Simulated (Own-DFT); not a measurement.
Simulation results for Al26Ga9N36 (wurtzite random alloy with one vacancy, atoms displaced)

Computed with Own-DFT development build. A calculation, not a measurement: plane-wave density functional theory by an unreviewed code, no spin, of a simulated periodic cell, stress positive in tension, run twice, with PBE and with PBEsol, both on files made for PBE, so the change isn't that of files made for PBEsol, odd electron count, so a state with spin may lie lower; a neutral cation vacancy leaves holes that likely carry spin, which this run leaves out; forces on such cells passed a denser k mesh, this cell's mesh not checked; the far tail of each file's local potential was reset to the Coulomb form; each entry is a single point on an unrelaxed cell, so the pressure reflects the starting lattice, mostly measured values (interpolated for alloys), from which strain is counted, and rises with the displacements; printed positions are rounded, which can move forces by about a meV/angstrom; the program, named Own-DFT, is a retired in-house code; no spin-orbit coupling; stress was not checked against mesh or cutoff.

Al26Ga9N36 (wurtzite random alloy with one vacancy, atoms displaced)

```
Al26Ga9N36
1.0
      9.3938     0.0000     0.0000
     -4.6969     8.1352     0.0000
      0.0000     0.0000    10.0655
Ga N Al N Al Ga N Al N Ga Al N Ga Al N Al Ga N Al N Al N Al N Al N Al Ga N Ga Al N Al N Al Ga N Al N Al N Ga Al N
1 2 2 2 1 1 2 2 2 1 1 2 1 1 2 1 1 2 2 2 2 2 2 2 2 2 1 1 2 1 1 2 2 2 1 1 2 2 2 2 2 1 1 2
Direct
  0.22547 0.12065 0.24563
  0.11536 0.22269 0.19586
  0.22409 0.11407 0.43900
  0.10634 0.22290 0.49978
  0.22206 0.11067 0.74999
  0.11846 0.22326 0.69502
  0.21774 0.11148 0.94629
  0.11550 0.55342 0.99810
  0.21562 0.44795 0.25329
  0.11036 0.56106 0.18934
  0.22054 0.44781 0.44211
  0.11209 0.55937 0.49303
  0.22440 0.45282 0.75494
  0.10732 0.54761 0.69154
  0.23650 0.45223 0.93647
  0.11495 0.89279 0.99561
  0.22420 0.77928 0.25254
  0.10474 0.89384 0.19088
  0.22558 0.78608 0.44831
  0.11437 0.89499 0.50023
  0.21580 0.77553 0.74903
  0.11563 0.88737 0.68861
  0.22337 0.77134 0.94075
  0.44460 0.22319 0.00160
  0.55172 0.10467 0.25232
  0.44323 0.22966 0.18673
  0.55569 0.12313 0.43652
  0.44214 0.21879 0.49862
  0.56380 0.11279 0.74889
  0.45569 0.22205 0.69233
  0.55837 0.11298 0.94038
  0.44729 0.55240 0.00004
  0.55402 0.44939 0.24894
  0.45110 0.56335 0.18721
  0.55701 0.44669 0.43692
  0.44675 0.56217 0.50205
  0.55807 0.44542 0.75672
  0.45847 0.56311 0.69147
  0.55645 0.44605 0.93682
  0.44765 0.87766 0.00802
  0.55459 0.78155 0.25164
  0.44176 0.88507 0.18637
  0.56574 0.79071 0.44330
  0.44719 0.88572 0.49966
  0.55992 0.77521 0.75264
  0.45534 0.88164 0.69075
  0.55029 0.77259 0.92846
  0.78856 0.23162 0.99331
  0.89024 0.10397 0.24803
  0.77806 0.22057 0.18540
  0.88668 0.09775 0.43836
  0.77991 0.22405 0.50496
  0.88725 0.10627 0.74812
  0.76806 0.21867 0.68225
  0.88270 0.10845 0.93947
  0.77658 0.56117 0.99628
  0.88844 0.44810 0.24811
  0.77689 0.55500 0.18714
  0.89253 0.44507 0.44570
  0.77833 0.55695 0.50492
  0.88096 0.44251 0.75138
  0.77858 0.56080 0.69258
  0.88801 0.44627 0.94224
  0.77688 0.89269 0.99826
  0.89384 0.77143 0.24856
  0.77732 0.87982 0.19644
  0.87809 0.77069 0.44546
  0.77391 0.88931 0.49994
  0.89065 0.77897 0.75310
  0.78527 0.88598 0.68588
  0.88923 0.77814 0.94186
```

```
functional                                        : PBE, then PBEsol
potential files                                   : PseudoDojo norm-conserving, scalar-relativistic, standard set
wave cutoff                                       : 42 hartree
occupations                                       : Fermi-Dirac
smearing width                                    : 0.1 eV
k mesh                                            : 4 x 4 x 3 centred on Gamma
PBE pressure                                      : 5.82 GPa
PBE stress xx                                     : -5.21 GPa
PBE stress yy                                     : -5.51 GPa
PBE stress zz                                     : -6.73 GPa
PBE stress yz                                     : 0.52 GPa
PBE stress xz                                     : -0.46 GPa
PBE stress xy                                     : 0.79 GPa
PBEsol pressure                                   : 2.68 GPa
PBEsol stress xx                                  : -2.13 GPa
PBEsol stress yy                                  : -2.36 GPa
PBEsol stress zz                                  : -3.55 GPa
PBEsol stress yz                                  : 0.51 GPa
PBEsol stress xz                                  : -0.47 GPa
PBEsol stress xy                                  : 0.78 GPa
rms change of force components from PBE to PBEsol : 0.077 eV/Å
```

Force:
```csv
force element,PBE force x (eV/Å),PBE force y (eV/Å),PBE force z (eV/Å),PBEsol force x (eV/Å),PBEsol force y (eV/Å),PBEsol force z (eV/Å)
Ga,0.793,-1.239,0.1,0.762,-1.205,0.095
N,-2.574,0.803,0.367,-2.362,0.865,0.444
N,-0.589,1.101,0.807,-0.599,0.914,0.694
Al,0.836,-0.142,0.417,0.832,-0.147,0.401
Al,0.621,0.444,0.872,0.64,0.424,0.87
N,-1.281,0.367,-1.179,-1.279,0.379,-1.182
N,1.739,0.792,-1.718,1.685,0.611,-1.624
Al,-0.205,-0.825,0.142,-0.202,-0.855,0.145
Ga,1.448,-0.417,-1.414,1.416,-0.433,-1.378
N,0.245,0.869,-0.455,0.233,0.688,-0.334
N,0.532,0.064,1.003,0.537,0.059,0.826
Al,-0.196,0.037,1.745,-0.197,0.054,1.73
Al,1.241,-1.246,-0.806,1.253,-1.228,-0.816
N,-0.861,0.935,-0.51,-0.877,0.928,-0.527
N,-1.298,1.069,0.503,-1.285,1.035,0.52
Ga,-0.284,-0.437,1.153,-0.291,-0.399,1.141
Al,-1.229,0.584,-0.209,-1.234,0.606,-0.196
N,2.225,-1.127,0.523,2.237,-0.939,0.411
N,1.516,-1.347,-1.863,1.333,-1.236,-1.788
Ga,-1.504,-0.575,-0.268,-1.457,-0.559,-0.249
Al,2.157,-0.389,0.031,2.167,-0.392,0.024
N,-0.882,0.513,1.567,-0.902,0.522,1.365
N,0.545,0.553,-0.438,0.413,0.638,-0.386
Al,-0.395,0.154,-0.4,-0.385,0.139,-0.412
Ga,-0.071,1.777,-1.218,-0.074,1.752,-1.181
N,1.38,0.295,-0.039,1.333,0.129,0.091
N,1.546,-1.804,1.609,1.56,-1.814,1.41
Al,-0.307,1.582,0.545,-0.32,1.581,0.54
Al,-1.27,-1.857,0.652,-1.256,-1.873,0.668
N,-1.576,0.047,-0.298,-1.565,0.053,-0.298
N,-0.725,-1.259,-0.204,-0.579,-1.179,-0.144
Al,-0.127,-0.039,0.151,-0.127,-0.034,0.143
Al,0.625,-0.156,0.202,0.625,-0.167,0.209
N,-0.515,0.103,0.375,-0.63,0.052,0.42
N,-0.492,-0.047,0.684,-0.485,-0.048,0.689
Al,0.808,-0.439,-0.09,0.805,-0.42,-0.106
Al,-0.063,-0.291,-1.708,-0.058,-0.291,-1.717
N,-1.08,-2.634,-1.007,-1.079,-2.417,-0.919
N,0.448,-0.231,1.231,0.452,-0.233,1.243
Al,-1.113,1.295,-2.666,-1.115,1.316,-2.677
Al,1.296,-0.44,0.175,1.283,-0.423,0.194
N,-0.039,-0.795,1.312,-0.042,-0.621,1.388
N,-2.848,-2.666,-1.766,-2.61,-2.551,-1.677
Al,-0.549,1.527,1.064,-0.55,1.552,1.047
Ga,0.828,0.695,-2.002,0.792,0.67,-1.958
N,-3.276,1.658,-0.912,-3.082,1.539,-0.823
N,0.899,0.352,4.819,0.911,0.335,4.536
Ga,-0.379,-1.244,1.418,-0.375,-1.224,1.396
Al,-0.446,0.366,-0.752,-0.443,0.365,-0.75
N,0.787,-0.482,1.15,0.647,-0.395,1.081
N,-0.645,3.888,-0.323,-0.661,3.641,-0.246
Al,-0.16,-0.34,-2.344,-0.147,-0.362,-2.376
Al,0.584,0.753,0.357,0.551,0.767,0.343
N,2.243,0.766,1.79,2.241,0.775,1.793
N,0.017,-1.081,-1.426,-0.116,-0.935,-1.343
Al,0.55,-0.763,0.608,0.559,-0.779,0.605
Ga,-0.179,-1.26,0.468,-0.175,-1.235,0.445
N,-0.902,0.335,-0.448,-0.748,0.235,-0.389
N,-0.519,0.053,-0.049,-0.535,0.051,-0.192
Al,-0.304,-0.641,-0.377,-0.298,-0.663,-0.374
Al,0.849,0.194,-0.399,0.848,0.171,-0.398
N,0.366,-0.66,0.347,0.35,-0.65,0.35
N,0.183,2.126,-1.157,0.177,1.924,-1.073
Al,0.784,-0.527,0.915,0.771,-0.535,0.919
Al,-1.614,0.259,0.931,-1.609,0.258,0.944
N,-0.737,0.609,-1.263,-0.724,0.576,-1.245
N,1.797,0.065,-1.468,1.744,0.25,-1.371
Ga,1.971,-0.753,0.595,1.926,-0.739,0.583
Al,0.411,0.06,-0.436,0.429,0.062,-0.442
N,0.006,1.028,1.748,-0.146,0.936,1.59
N,-1.043,0.037,-0.764,-0.894,0.131,-0.701
```
